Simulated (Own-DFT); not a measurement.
SiC (3C silicon carbide, strained, atoms displaced) (calculated)

A calculation, not a measurement: plane-wave PBE density functional theory by an unreviewed code, no spin, of a simulated periodic cell, stress positive in tension, free energy of the whole cell less one offset for each atom, forces on such cells passed a denser k mesh, this cell's mesh not checked; offsets are fitted by least squares, one for each functional and potential file, so energies compare only between cells with the same atoms and settings and are not formation energies; the far tail of each file's local potential was reset to the Coulomb form; each entry is a single point on an unrelaxed cell, so the pressure reflects the starting lattice, mostly measured values (interpolated for alloys), from which strain is counted, and rises with the displacements; printed positions are rounded, which can move forces by about a meV/angstrom; the program, named Own-DFT, is a retired in-house code; no spin-orbit coupling. Program: Own-DFT development build.

Common to all runs: functional PBE; potential files PseudoDojo norm-conserving, scalar-relativistic, standard set; wave cutoff 42 hartree; occupations Fermi-Dirac; smearing width 0.1 eV; hardware one NVIDIA H100; k mesh 4 x 4 x 4 centred on Gamma.

```json
{"entry": 1, "formula": "SiC", "kind": "3C silicon carbide, strained, atoms displaced", "structure": {"cell_angstrom": [[8.6238, 0.1055, 0.0007], [0.1055, 8.7463, 0.0281], [0.0007, 0.0281, 8.7421]], "atoms_fractional": [["Si", 0.99508, 0.01065, 0.99943], ["Si", 0.00347, 0.25062, 0.24907], ["Si", 0.24919, 0.00039, 0.24251], ["Si", 0.25201, 0.25105, 0.00699], ["C", 0.12733, 0.12862, 0.11214], ["C", 0.12203, 0.37167, 0.37122], ["C", 0.38436, 0.121, 0.37843], ["C", 0.37695, 0.37364, 0.11729], ["Si", 0.00155, 0.99264, 0.50221], ["Si", 0.0009, 0.25585, 0.75109], ["Si", 0.24506, 0.00465, 0.74381], ["Si", 0.25475, 0.24551, 0.50561], ["C", 0.12158, 0.13182, 0.6233], ["C", 0.11606, 0.37819, 0.87019], ["C", 0.38769, 0.12925, 0.86925], ["C", 0.38023, 0.37951, 0.62219], ["Si", 0.00469, 0.5078, 0.99038], ["Si", 0.0011, 0.75927, 0.25648], ["Si", 0.23443, 0.4974, 0.24394], ["Si", 0.25495, 0.74297, 0.99176], ["C", 0.12255, 0.63362, 0.12839], ["C", 0.12742, 0.87268, 0.37951], ["C", 0.37186, 0.62519, 0.38064], ["C", 0.37497, 0.86299, 0.13068], ["Si", 0.99256, 0.49615, 0.49595], ["Si", 0.99636, 0.75797, 0.74459], ["Si", 0.24199, 0.50224, 0.74356], ["Si", 0.248, 0.74236, 0.50401], ["C", 0.13081, 0.6309, 0.62833], ["C", 0.12959, 0.87437, 0.87179], ["C", 0.37512, 0.62855, 0.86953], ["C", 0.36528, 0.8747, 0.62482], ["Si", 0.50179, 0.99691, 0.99644], ["Si", 0.50833, 0.24308, 0.2538], ["Si", 0.74619, 0.99973, 0.25299], ["Si", 0.75564, 0.25337, 0.99474], ["C", 0.63468, 0.11929, 0.12473], ["C", 0.62183, 0.36511, 0.37736], ["C", 0.87933, 0.13892, 0.37641], ["C", 0.87252, 0.38475, 0.12982], ["Si", 0.50032, 0.9933, 0.49979], ["Si", 0.49563, 0.24713, 0.74078], ["Si", 0.75028, 0.00264, 0.74468], ["Si", 0.75412, 0.25479, 0.50216], ["C", 0.62413, 0.12505, 0.61807], ["C", 0.60984, 0.37219, 0.87107], ["C", 0.87329, 0.13188, 0.86727], ["C", 0.87675, 0.38061, 0.62494], ["Si", 0.51412, 0.50142, 0.99812], ["Si", 0.5002, 0.75615, 0.25012], ["Si", 0.75128, 0.49602, 0.25656], ["Si", 0.74713, 0.75107, 0.00249], ["C", 0.62008, 0.61861, 0.11526], ["C", 0.6309, 0.87703, 0.37211], ["C", 0.87299, 0.62276, 0.37922], ["C", 0.87647, 0.87232, 0.1164], ["Si", 0.49504, 0.49217, 0.50203], ["Si", 0.49808, 0.74292, 0.74681], ["Si", 0.74052, 0.50705, 0.75037], ["Si", 0.73996, 0.74961, 0.49222], ["C", 0.63323, 0.62942, 0.6151], ["C", 0.62849, 0.87311, 0.87588], ["C", 0.87177, 0.6267, 0.87234], ["C", 0.8616, 0.8799, 0.62322]]}, "results": {"free_energy_of_cell_above_offsets [eV]": "-5.748", "pressure [GPa]": 6.25, "stress_xx [GPa]": -8.1, "stress_yy [GPa]": -5.37, "stress_zz [GPa]": -5.27, "stress_yz [GPa]": 2.28, "stress_xz [GPa]": 0.38, "stress_xy [GPa]": 6.09, "force_element": ["Si", "Si", "Si", "Si", "C", "C", "C", "C", "Si", "Si", "Si", "Si", "C", "C", "C", "C", "Si", "Si", "Si", "Si", "C", "C", "C", "C", "Si", "Si", "Si", "Si", "C", "C", "C", "C", "Si", "Si", "Si", "Si", "C", "C", "C", "C", "Si", "Si", "Si", "Si", "C", "C", "C", "C", "Si", "Si", "Si", "Si", "C", "C", "C", "C", "Si", "Si", "Si", "Si", "C", "C", "C", "C"], "force_x [eV/angstrom]": [0.667, -0.727, 0.547, 1.112, -0.813, 0.685, -1.882, 0.227, -0.922, -0.782, 1.085, -0.242, 0.132, 2.361, -2.967, -2.588, -1.607, -0.705, 3.083, -1.002, -0.051, -0.208, 0.525, -0.918, 1.827, -0.054, 1.828, 0.958, -3.037, -1.282, 0.527, 1.733, 0.192, -1.136, 2.67, -1.381, -1.448, 0.591, -0.041, 1.449, -0.062, 1.255, -1.363, -0.241, 0.228, 3.016, 0.359, -1.18, -4.427, 0.393, -1.397, 0.703, 2.091, -1.741, -0.219, -0.162, 1.531, 0.464, 1.508, 2.531, -3.021, -0.694, -0.019, 2.043], "force_y [eV/angstrom]": [-2.104, 0.361, -0.382, 0.769, -0.731, 0.037, 0.146, 0.586, 2.212, -0.254, -0.264, 0.986, -0.878, -0.297, -1.149, -1.304, 0.213, -1.31, 0.272, 1.426, -0.653, 0.774, -0.727, 2.692, 0.597, -0.785, -0.68, 1.424, -0.786, 1.104, -2.322, -0.252, 0.137, 0.449, 0.632, 0.515, 1.057, 1.946, -3.075, -1.571, 0.157, 0.485, 0.509, -0.62, -0.089, -0.041, -0.583, -0.358, -1.103, -2.903, 0.8, -0.8, 2.216, -0.414, 1.302, 1.277, 2.06, 1.929, -1.156, 0.214, -1.29, 0.158, 0.651, -1.209], "force_z [eV/angstrom]": [-1.188, -0.616, 1.309, -3.169, 2.324, 0.974, -1.187, 1.842, -0.33, -0.912, 1.552, -1.665, 0.229, 0.625, 0.836, 0.983, 2.213, -1.145, 0.761, 1.761, -1.666, -0.657, -1.377, -2.487, 0.986, 0.98, 1.577, -0.668, -1.223, 0.167, -0.034, -0.553, 0.667, -1.435, -0.558, 1.05, -0.998, -0.068, -0.347, -1.989, 0.752, 0.796, 1.394, 0.326, 0.339, -0.927, 0.195, 0.62, -0.707, 0.844, -0.591, -0.631, 3.383, -0.328, -1.228, 2.056, -1.792, -0.284, 0.023, 0.908, 1.12, -1.192, -0.371, -1.269], "wall_time [s]": 344.6}}
{"entry": 2, "formula": "SiC", "kind": "3C silicon carbide, strained, atoms displaced", "structure": {"cell_angstrom": [[8.5979, 0.0249, -0.1024], [0.0249, 8.7016, 0.0461], [-0.1024, 0.0461, 8.801]], "atoms_fractional": [["Si", 0.0029, 0.99466, 0.99127], ["Si", 0.00515, 0.2497, 0.25815], ["Si", 0.257, 0.0186, 0.25507], ["Si", 0.24794, 0.24523, 0.99486], ["C", 0.12451, 0.11399, 0.13603], ["C", 0.12989, 0.38391, 0.38341], ["C", 0.37326, 0.13496, 0.37608], ["C", 0.37555, 0.37083, 0.122], ["Si", 0.99929, 0.99124, 0.49902], ["Si", 0.99444, 0.25556, 0.74573], ["Si", 0.25539, 0.99539, 0.75009], ["Si", 0.24175, 0.23858, 0.50956], ["C", 0.12152, 0.1253, 0.62703], ["C", 0.13021, 0.36652, 0.87962], ["C", 0.37149, 0.12651, 0.86969], ["C", 0.38653, 0.36137, 0.62657], ["Si", 0.9978, 0.48886, 0.00238], ["Si", 0.99828, 0.75649, 0.24927], ["Si", 0.25391, 0.50527, 0.25255], ["Si", 0.2477, 0.74941, 0.01167], ["C", 0.11303, 0.63581, 0.11991], ["C", 0.12319, 0.87072, 0.38031], ["C", 0.37822, 0.62571, 0.37576], ["C", 0.38297, 0.88213, 0.12108], ["Si", 0.00337, 0.49731, 0.50184], ["Si", 0.99211, 0.74463, 0.74977], ["Si", 0.25317, 0.49688, 0.7502], ["Si", 0.24921, 0.75199, 0.49462], ["C", 0.12114, 0.63146, 0.61811], ["C", 0.13827, 0.86583, 0.87878], ["C", 0.37898, 0.62492, 0.86672], ["C", 0.38113, 0.86997, 0.62651], ["Si", 0.49827, 0.99196, 0.9931], ["Si", 0.50175, 0.24892, 0.25203], ["Si", 0.74566, 0.00977, 0.25242], ["Si", 0.75194, 0.25518, 0.99533], ["C", 0.62881, 0.12728, 0.13407], ["C", 0.6206, 0.37674, 0.37614], ["C", 0.87432, 0.1275, 0.37779], ["C", 0.88453, 0.37101, 0.12111], ["Si", 0.49272, 0.00183, 0.49966], ["Si", 0.50087, 0.25338, 0.75269], ["Si", 0.74606, 0.00425, 0.7554], ["Si", 0.76074, 0.25347, 0.50312], ["C", 0.6256, 0.12619, 0.63001], ["C", 0.61709, 0.36919, 0.88132], ["C", 0.87862, 0.12178, 0.87434], ["C", 0.87529, 0.37543, 0.62343], ["Si", 0.50578, 0.49547, 0.00216], ["Si", 0.50042, 0.75013, 0.2514], ["Si", 0.74032, 0.50546, 0.24144], ["Si", 0.74726, 0.74878, 0.99339], ["C", 0.62292, 0.61794, 0.12788], ["C", 0.61913, 0.87751, 0.37771], ["C", 0.88085, 0.63414, 0.37152], ["C", 0.87367, 0.86769, 0.12394], ["Si", 0.5107, 0.49472, 0.5047], ["Si", 0.50175, 0.75598, 0.75044], ["Si", 0.74243, 0.48403, 0.74821], ["Si", 0.76047, 0.75397, 0.50222], ["C", 0.6261, 0.6282, 0.62214], ["C", 0.62231, 0.87144, 0.87743], ["C", 0.86724, 0.63347, 0.87444], ["C", 0.88095, 0.86805, 0.63822]]}, "results": {"free_energy_of_cell_above_offsets [eV]": "-4.813", "pressure [GPa]": 7.05, "stress_xx [GPa]": -10.14, "stress_yy [GPa]": -6.49, "stress_zz [GPa]": -4.51, "stress_yz [GPa]": 3.94, "stress_xz [GPa]": -7.13, "stress_xy [GPa]": 2.94, "force_element": ["Si", "Si", "Si", "Si", "C", "C", "C", "C", "Si", "Si", "Si", "Si", "C", "C", "C", "C", "Si", "Si", "Si", "Si", "C", "C", "C", "C", "Si", "Si", "Si", "Si", "C", "C", "C", "C", "Si", "Si", "Si", "Si", "C", "C", "C", "C", "Si", "Si", "Si", "Si", "C", "C", "C", "C", "Si", "Si", "Si", "Si", "C", "C", "C", "C", "Si", "Si", "Si", "Si", "C", "C", "C", "C"], "force_x [eV/angstrom]": [0.472, 0.029, -0.013, 1.028, -1.212, -0.16, 0.308, -0.459, -0.181, 1.707, -0.918, 2.093, -0.737, -2.059, 1.014, -2.64, 1.022, 0.412, -0.716, 1.76, 1.517, 0.653, 0.025, -1.525, -0.665, 3.314, 0.049, 1.009, 0.646, -2.284, -0.028, -1.709, 0.588, -0.194, 1.221, 0.552, -1.306, 2.069, 0.641, -2.096, 1.424, 0.225, 0.786, -2.684, 0.087, 1.691, -0.748, 0.147, -2.316, 0.152, 3.58, 0.145, -1.217, 1.338, -1.291, -1.077, -2.044, 0.375, 0.328, -1.516, 0.548, 0.405, 0.607, -2.174], "force_y [eV/angstrom]": [-0.804, 0.061, -4.434, -1.15, 2.548, -1.91, -0.443, 0.511, 0.841, -1.898, -0.304, 2.676, -1.454, 2.03, -0.588, 2.681, 3.017, -0.798, -0.422, -0.387, -2.438, 2.049, 0.01, -1.166, 2.06, -0.805, 0.263, -1.156, -1.572, 1.515, -0.193, 1.701, 2.392, 0.754, -2.772, -2.263, 0.873, -0.441, -0.369, -0.072, -0.085, -2.632, -1.479, -1.231, 0.421, 0.629, 1.435, 0.883, 0.909, 0.242, -2.013, -0.302, 2.775, 0.399, -1.844, 2.408, 0.972, -2.441, 3.442, -0.584, -0.62, 1.287, -3.886, 3.172], "force_z [eV/angstrom]": [2.114, -0.688, -0.194, 2.338, -2.728, -0.814, 1.201, 0.34, 1.201, 1.469, -0.034, -1.226, 0.458, -1.937, 0.687, -1.177, -1.227, 0.024, -0.913, -1.482, 1.35, -1.604, 0.284, 1.907, -0.756, 1.631, -0.681, 1.342, 1.595, -1.578, 2.087, -1.28, 0.998, -0.288, 0.321, 1.93, -3.022, -0.425, 0.312, 1.49, 0.51, 0.525, -0.544, -0.99, -0.863, -1.023, -0.295, 0.39, -0.382, -0.099, 3.066, 2.381, -2.29, 0.095, 0.483, -0.702, -0.398, -0.244, 0.507, -0.293, 0.741, -0.772, -0.398, -2.429], "wall_time [s]": 342.7}}
{"entry": 3, "formula": "SiC", "kind": "3C silicon carbide, strained, atoms displaced", "structure": {"cell_angstrom": [[8.5607, 0.1655, -0.0391], [0.1655, 8.7004, -0.1566], [-0.0391, -0.1566, 8.6317]], "atoms_fractional": [["Si", 0.99214, 0.99811, 0.00108], ["Si", 0.00635, 0.25395, 0.2457], ["Si", 0.25571, 0.99071, 0.25868], ["Si", 0.25738, 0.25464, 0.99764], ["C", 0.11701, 0.12155, 0.12319], ["C", 0.12524, 0.38053, 0.37181], ["C", 0.36622, 0.12474, 0.37349], ["C", 0.3615, 0.36754, 0.11887], ["Si", 0.99603, 0.01223, 0.50394], ["Si", 0.99653, 0.25722, 0.74946], ["Si", 0.25566, 0.99618, 0.74491], ["Si", 0.24782, 0.24738, 0.50783], ["C", 0.11893, 0.1298, 0.62773], ["C", 0.12175, 0.37242, 0.87546], ["C", 0.37145, 0.12144, 0.87588], ["C", 0.36925, 0.36563, 0.62013], ["Si", 0.99483, 0.49347, 0.00214], ["Si", 0.99976, 0.75442, 0.25768], ["Si", 0.24949, 0.494, 0.24726], ["Si", 0.24636, 0.74973, 0.99797], ["C", 0.13008, 0.61704, 0.12601], ["C", 0.12987, 0.86718, 0.37856], ["C", 0.38022, 0.61677, 0.37417], ["C", 0.36852, 0.86684, 0.13236], ["Si", 0.00426, 0.49739, 0.49308], ["Si", 0.99564, 0.74798, 0.7479], ["Si", 0.24445, 0.50986, 0.75644], ["Si", 0.24838, 0.75118, 0.4945], ["C", 0.11761, 0.61863, 0.62646], ["C", 0.11982, 0.87359, 0.86581], ["C", 0.36158, 0.62245, 0.87767], ["C", 0.37418, 0.87216, 0.62622], ["Si", 0.51315, 0.99143, 0.0083], ["Si", 0.49663, 0.24129, 0.24129], ["Si", 0.74448, 0.00122, 0.25661], ["Si", 0.74886, 0.25506, 0.00805], ["C", 0.62965, 0.1298, 0.12295], ["C", 0.61956, 0.36864, 0.37954], ["C", 0.87063, 0.11805, 0.37738], ["C", 0.87219, 0.37675, 0.13038], ["Si", 0.50909, 0.00025, 0.49584], ["Si", 0.48098, 0.2505, 0.74668], ["Si", 0.74685, 0.00332, 0.74921], ["Si", 0.76048, 0.25267, 0.50622], ["C", 0.61708, 0.11831, 0.62229], ["C", 0.62545, 0.36916, 0.87403], ["C", 0.87229, 0.12131, 0.88165], ["C", 0.8762, 0.37898, 0.62634], ["Si", 0.50761, 0.50265, 0.00017], ["Si", 0.50824, 0.75379, 0.26102], ["Si", 0.747, 0.49611, 0.25085], ["Si", 0.74948, 0.76214, 0.00184], ["C", 0.62063, 0.62262, 0.12558], ["C", 0.62732, 0.87855, 0.37778], ["C", 0.8724, 0.6162, 0.37666], ["C", 0.87593, 0.872, 0.12871], ["Si", 0.49152, 0.49548, 0.49762], ["Si", 0.49995, 0.74038, 0.7481], ["Si", 0.7522, 0.4931, 0.74931], ["Si", 0.75769, 0.74391, 0.49394], ["C", 0.62694, 0.62835, 0.61953], ["C", 0.6296, 0.86878, 0.87616], ["C", 0.88028, 0.62352, 0.87924], ["C", 0.86982, 0.875, 0.61624]]}, "results": {"free_energy_of_cell_above_offsets [eV]": "-3.216", "pressure [GPa]": 13.55, "stress_xx [GPa]": -15.14, "stress_yy [GPa]": -11.62, "stress_zz [GPa]": -13.9, "stress_yz [GPa]": -12.09, "stress_xz [GPa]": -3.93, "stress_xy [GPa]": 10.57, "force_element": ["Si", "Si", "Si", "Si", "C", "C", "C", "C", "Si", "Si", "Si", "Si", "C", "C", "C", "C", "Si", "Si", "Si", "Si", "C", "C", "C", "C", "Si", "Si", "Si", "Si", "C", "C", "C", "C", "Si", "Si", "Si", "Si", "C", "C", "C", "C", "Si", "Si", "Si", "Si", "C", "C", "C", "C", "Si", "Si", "Si", "Si", "C", "C", "C", "C", "Si", "Si", "Si", "Si", "C", "C", "C", "C"], "force_x [eV/angstrom]": [1.504, -1.229, -2.83, -4.069, 2.187, 1.059, 2.126, 4.714, 0.667, 0.067, -2.283, -1.633, 1.317, 0.709, 1.413, -0.014, 0.889, 0.271, 0.311, -1.454, -1.576, -1.605, -1.115, 2.593, -1.17, -0.588, -1.137, 1.002, 1.174, 0.786, 4.135, 1.452, -2.969, -1.291, 1.064, 0.359, 0.068, 0.989, 1.081, 0.641, -3.461, 3.039, -0.178, -3.026, 1.588, -0.5, -0.59, 1.077, -2.692, -2.169, -1.24, 1.025, 1.587, 1.234, 1.012, -0.418, 1.361, -0.706, -1.246, -1.865, 0.071, -1.059, -1.523, 1.066], "force_y [eV/angstrom]": [-0.351, -1.065, 1.371, -3.17, -0.367, -2.067, -0.422, 1.948, -3.09, -1.445, 0.787, -0.158, -0.491, 0.544, -0.636, 3.548, 1.192, -2.297, 1.055, 0.361, 1.591, 2.732, 1.509, 0.346, 0.548, 0.213, -3.189, -2.228, 1.14, 0.432, 0.407, -0.555, 0.903, 1.719, -0.067, -1.008, -1.714, -0.194, 2.268, -0.499, 0.107, -1.625, -0.768, -0.978, 2.499, 0.658, 1.502, -0.583, -0.926, -1.895, 0.312, -3.945, 1.412, -1.277, 0.752, 1.144, -0.379, 1.229, 2.32, 1.061, -1.901, 0.947, 0.322, 0.412], "force_z [eV/angstrom]": [0.063, 1.015, -1.175, -1.264, 0.112, 0.029, 0.365, 1.802, -0.146, 1.651, 1.612, -2.051, -0.295, -0.209, -0.033, 1.199, 0.619, -1.21, 0.656, 1.197, -0.24, -0.333, -0.575, -1.171, 1.9, -0.006, -1.515, 2.256, -1.295, 1.148, -0.317, -1.637, -1.004, 2.142, -1.001, -1.418, 0.39, -1.313, -0.744, -0.908, 1.093, 1.293, 0.13, -0.806, 1.331, -0.71, -1.53, -1.277, -0.392, -1.455, 0.95, 0.486, 0.514, -1.134, -1.504, 0.524, 1.342, 0.754, 1.112, 1.617, 0.145, -1.39, -0.589, 1.202], "wall_time [s]": 309.2}}
{"entry": 4, "formula": "SiC", "kind": "3C silicon carbide, strained, atoms displaced", "structure": {"cell_angstrom": [[8.7665, 0.1406, -0.0662], [0.1406, 8.8786, -0.0809], [-0.0662, -0.0809, 8.8338]], "atoms_fractional": [["Si", 0.00784, 0.99661, 0.99813], ["Si", 0.00032, 0.26137, 0.25791], ["Si", 0.2502, 0.99646, 0.25141], ["Si", 0.24367, 0.24366, 0.99257], ["C", 0.1256, 0.11732, 0.12182], ["C", 0.1273, 0.37867, 0.37447], ["C", 0.37467, 0.1315, 0.3776], ["C", 0.37029, 0.37353, 0.1268], ["Si", 0.99761, 0.99678, 0.49555], ["Si", 0.99408, 0.25322, 0.74467], ["Si", 0.25193, 0.00442, 0.74406], ["Si", 0.24704, 0.25617, 0.4978], ["C", 0.12482, 0.11614, 0.62795], ["C", 0.11657, 0.38263, 0.88118], ["C", 0.37577, 0.12152, 0.88057], ["C", 0.37128, 0.38157, 0.62366], ["Si", 0.99392, 0.50721, 0.00558], ["Si", 0.99688, 0.76231, 0.25579], ["Si", 0.24863, 0.49913, 0.25392], ["Si", 0.25518, 0.75026, 0.99067], ["C", 0.12575, 0.61636, 0.13226], ["C", 0.11896, 0.8658, 0.37956], ["C", 0.36963, 0.62983, 0.3796], ["C", 0.37844, 0.87789, 0.12756], ["Si", 0.00407, 0.50504, 0.50796], ["Si", 0.99829, 0.7543, 0.74987], ["Si", 0.25759, 0.49694, 0.75435], ["Si", 0.256, 0.74917, 0.49269], ["C", 0.11988, 0.624, 0.63428], ["C", 0.12363, 0.87233, 0.87704], ["C", 0.37201, 0.63676, 0.87443], ["C", 0.37618, 0.8671, 0.63158], ["Si", 0.48948, 0.99114, 0.99873], ["Si", 0.49608, 0.25085, 0.24761], ["Si", 0.7446, 0.99324, 0.24297], ["Si", 0.74505, 0.24875, 0.99763], ["C", 0.6267, 0.12812, 0.12464], ["C", 0.63244, 0.37441, 0.37851], ["C", 0.8746, 0.13191, 0.37862], ["C", 0.87645, 0.37373, 0.12621], ["Si", 0.50047, 0.99338, 0.49609], ["Si", 0.5099, 0.25167, 0.74826], ["Si", 0.75067, 0.0065, 0.74739], ["Si", 0.74688, 0.25264, 0.49206], ["C", 0.62584, 0.12669, 0.62922], ["C", 0.6264, 0.36982, 0.87359], ["C", 0.87586, 0.11977, 0.86186], ["C", 0.8676, 0.37133, 0.62715], ["Si", 0.50025, 0.50208, 0.00381], ["Si", 0.50283, 0.75001, 0.24879], ["Si", 0.74891, 0.49894, 0.25201], ["Si", 0.74322, 0.74804, 0.98709], ["C", 0.62696, 0.62172, 0.12868], ["C", 0.61967, 0.88236, 0.37619], ["C", 0.8765, 0.61731, 0.36815], ["C", 0.8735, 0.873, 0.12204], ["Si", 0.51316, 0.49032, 0.501], ["Si", 0.50007, 0.74792, 0.75121], ["Si", 0.74824, 0.49523, 0.75229], ["Si", 0.74971, 0.74553, 0.4998], ["C", 0.61508, 0.62162, 0.62447], ["C", 0.61765, 0.88716, 0.8861], ["C", 0.8692, 0.63307, 0.88114], ["C", 0.87223, 0.87058, 0.62308]]}, "results": {"free_energy_of_cell_above_offsets [eV]": "-5.332", "pressure [GPa]": -1.9, "stress_xx [GPa]": -0.07, "stress_yy [GPa]": 3.57, "stress_zz [GPa]": 2.19, "stress_yz [GPa]": -5.2, "stress_xz [GPa]": -2.93, "stress_xy [GPa]": 9.35, "force_element": ["Si", "Si", "Si", "Si", "C", "C", "C", "C", "Si", "Si", "Si", "Si", "C", "C", "C", "C", "Si", "Si", "Si", "Si", "C", "C", "C", "C", "Si", "Si", "Si", "Si", "C", "C", "C", "C", "Si", "Si", "Si", "Si", "C", "C", "C", "C", "Si", "Si", "Si", "Si", "C", "C", "C", "C", "Si", "Si", "Si", "Si", "C", "C", "C", "C", "Si", "Si", "Si", "Si", "C", "C", "C", "C"], "force_x [eV/angstrom]": [-2.147, -0.18, -0.343, 0.002, -0.077, -0.327, -0.056, 0.359, -0.326, 0.935, 0.393, 0.296, -0.627, 0.948, -0.317, 1.645, 0.371, -0.304, 0.474, -2.048, -0.465, 1.611, 2.74, -0.752, -1.074, -0.077, -2.162, -1.81, 1.446, 0.781, 2.236, -0.283, 0.553, 0.671, 0.715, 1.676, -1.03, -1.553, 0.43, -0.926, -1.237, -2.54, -0.525, 0.927, -0.174, -0.418, 0.688, 0.727, -0.74, -0.835, 0.715, -0.321, -0.363, 1.767, -0.123, -0.099, -3.247, 0.043, 0.0, -0.359, 2.304, 1.733, 0.971, -0.293], "force_y [eV/angstrom]": [0.449, -2.281, 0.724, 0.967, 1.4, 0.311, -1.165, 0.243, 0.656, -0.958, -1.432, -1.17, 2.199, -1.186, 0.785, -1.526, -0.452, -3.536, 0.386, 0.583, 2.494, 2.217, -2.237, -1.286, -0.762, -0.602, 1.305, 0.287, 0.184, 0.317, -2.972, 1.431, 2.845, -0.35, 1.746, -0.967, -0.647, 0.378, -1.352, 0.34, 2.112, -0.532, -1.58, -1.454, -0.337, 1.816, 1.232, 1.053, -0.529, -0.155, -0.526, 1.574, 0.554, -2.285, 1.676, 0.207, 1.761, 0.667, 1.006, -0.079, 0.259, -2.668, -1.807, 0.668], "force_z [eV/angstrom]": [0.08, -1.407, 0.187, 1.577, 1.025, 1.001, -0.337, -0.722, 1.228, 1.143, 1.679, 1.038, -1.638, -1.45, -2.008, -0.042, 0.425, -1.911, -0.185, 3.207, -0.992, -0.23, -1.949, -0.283, -0.731, 0.67, 0.389, 3.229, -0.788, -1.174, -0.706, -1.965, 1.931, 0.219, 0.705, 0.646, -0.321, -2.093, -1.179, -0.59, 2.241, 0.357, 0.166, 2.513, -2.227, 0.48, 2.328, -1.219, -0.167, 0.671, -0.516, 3.333, -0.837, -1.256, 1.579, -0.363, 0.081, 0.513, 0.122, -0.234, 0.607, -3.351, -2.335, -0.162], "wall_time [s]": 380.3}}
```
